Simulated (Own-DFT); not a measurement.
# A change of arrangement and its cost: C36Si36, 72 atoms

The numbers are computed, not measured, by runs of the plane-wave DFT program Own-DFT (in-house, retired, unreviewed) at fixed positions, with no spin and no spin-orbit coupling.

Common settings: PBE; PseudoDojo norm-conserving scalar-relativistic files; cutoff 42 hartree; 4 x 4 x 3 k mesh centred on Gamma; Fermi-Dirac smearing of 0.1 eV.

Caveats: forces on such cells passed a denser k mesh, each cell not checked; stress not checked against mesh or cutoff.

All cells hold the same atoms in the same cell, with vectors in Å (9.248, 0.000, 0.000); (-4.624, 8.009, 0.000); (0.000, 0.000, 10.068). Every atom was moved at random from its ideal site; u is the rms move along one axis. E is the free energy of the whole cell, counted from the lowest run. The arrangements:

- A: 2H SiC
- B: 4H SiC

```
arrangement,u (Å),E (eV),P (GPa)
A,0.0265,0.228,3.73
A,0.0301,0.810,4.01
A,0.0324,0.907,3.98
A,0.0555,7.049,6.25
A,0.0571,7.217,5.99
A,0.0641,9.192,6.32
B,0.0288,0.000,3.55
B,0.0304,0.698,3.86
B,0.0318,0.725,3.88
B,0.0623,8.690,6.80
B,0.0624,8.146,6.08
B,0.0635,9.161,6.62
```

Question: what order do the arrangements take when the shaking is discounted?

## Worked answer

Fit E = a + b u², with one b for all and one a for each arrangement, and with residuals divided by u², since the noise grows with the moves. Then b = 2732 eV/Å², the scatter at u = 0.04 Å is 0.25 eV, and against A:

- B: -0.33 ± 0.11 eV (lower)

The cells share one lattice and weren't relaxed, which can shift such small differences either way.
